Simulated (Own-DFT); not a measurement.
# Short bonds, stiff crystals?

Calculated, not measured: single-point runs of Own-DFT, a retired in-house plane-wave DFT program that no person has reviewed, on unrelaxed cells, without spin or spin-orbit coupling.

Keep in mind (not all hold for every row): forces on such cells moved up to 12 meV/angstrom on a denser k mesh; forces not confirmed at this smearing and k mesh; k mesh not checked against a denser one; forces on such cells passed a denser k mesh, each cell not checked; stress not checked against mesh or cutoff.

All runs are PBE with PseudoDojo norm-conserving files; cutoff and k mesh are each material's own. Every cell starts from measured lattice constants and was given uniform random strains and small random moves of its atoms. Each triple is the change of volume in per cent, the rms move u in Å and the pressure in GPa.

- 4H SiC (C36Si36), 10.36 Å³/atom unstrained: (-2.57, 0.046, 11.62); (-1.35, 0.049, 7.99); (-1.33, 0.054, 8.48); (-0.37, 0.050, 5.88); (0.41, 0.048, 4.67); (1.04, 0.048, 2.58); (1.64, 0.048, 1.81)
- wurtzite AlN (Al64N64), 10.45 Å³/atom unstrained: (-2.86, 0.053, 12.69); (-0.92, 0.048, 7.71); (-0.12, 0.050, 6.00); (0.50, 0.050, 4.51); (1.32, 0.051, 3.07); (1.82, 0.049, 1.87); (2.20, 0.052, 1.42)
- wurtzite GaN (Ga36N36), 11.42 Å³/atom unstrained: (-2.61, 0.051, 12.89); (-0.44, 0.048, 8.27); (1.61, 0.049, 4.30); (2.80, 0.052, 2.38); (2.81, 0.048, 2.19); (3.31, 0.052, 1.65); (3.33, 0.054, 1.83)
- diamond silicon (Si64), 20.02 Å³/atom unstrained: (-1.80, 0.051, 4.49); (-1.79, 0.050, 4.70); (-1.64, 0.052, 4.40); (-1.30, 0.046, 3.89); (0.38, 0.052, 2.41); (0.48, 0.052, 2.28); (1.82, 0.050, 0.97)
- zincblende GaP (Ga32P32), 20.24 Å³/atom unstrained: (-3.00, 0.049, 6.30); (-2.49, 0.048, 5.84); (-2.14, 0.052, 5.61); (-0.69, 0.052, 4.08); (0.00, 0.052, 3.40); (0.66, 0.052, 2.94); (1.61, 0.050, 2.01)
- zincblende GaAs (As32Ga32), 22.58 Å³/atom unstrained: withheld
- zincblende InP (In32P32), 25.27 Å³/atom unstrained: (-2.47, 0.052, 5.87); (-1.19, 0.050, 4.53); (-0.99, 0.049, 4.49); (-0.74, 0.049, 4.25); (-0.11, 0.052, 3.85); (1.60, 0.047, 2.51); (2.36, 0.054, 1.95)

## Worked fit

Fit a line to each set against the fractional change of volume; B is minus its slope, and u is nearly the same within a set. To take it to zero pressure, assume that B rises by 4 GPa for each GPa: B0 = B - 4 x (mean pressure). The bond length of an ideal tetrahedral crystal with the unstrained volume v is d = (√3/4)(8 v)^(1/3). Cohen's empirical rule reads B0 = (1971 - 220 L) d^(-3.5) GPa, with L = 0 for group IV crystals and SiC and 1 for III-V compounds.

| material | L | d (Å) | B (GPa) | mean P (GPa) | B0 (GPa) | rule (GPa) |
|---|---|---|---|---|---|---|
| 4H SiC (C36Si36) | 0 | 1.888 | 232 ± 10 | 6.1 | 207 ± 10 | 213 |
| wurtzite AlN (Al64N64) | 1 | 1.893 | 223 ± 7 | 5.3 | 202 ± 7 | 188 |
| wurtzite GaN (Ga36N36) | 1 | 1.950 | 188 ± 6 | 4.8 | 169 ± 6 | 169 |
| diamond silicon (Si64) | 0 | 2.352 | 99 ± 3 | 3.3 | 86 ± 3 | 99 |
| zincblende GaP (Ga32P32) | 1 | 2.360 | 94 ± 2 | 4.3 | 77 ± 2 | 87 |
| zincblende GaAs (As32Ga32) | 1 | 2.448 | ? | ? | ? | 76 |
| zincblende InP (In32P32) | 1 | 2.541 | 79 ± 3 | 3.9 | 63 ± 3 | 67 |

A line through ln[B0/(1971 - 220 L)] against ln d has a slope of -4.0 ± 0.2 and a scatter of 6 %. Against the rule, B0 stands at 97 % for 4H SiC, 108 % for wurtzite AlN, 100 % for wurtzite GaN, 87 % for diamond silicon, 89 % for zincblende GaP, 94 % for zincblende InP. PBE tends to make silicon and heavier crystals too soft, and the rule itself is only a guide.

## The run left out

Asked: what B0 does the fitted trend give for zincblende GaAs (As32Ga32)?

The straight line predicts 69 GPa. Its own runs give B = 78 ± 3 GPa at a mean pressure of 4.6 GPa, so B0 = 60 GPa.
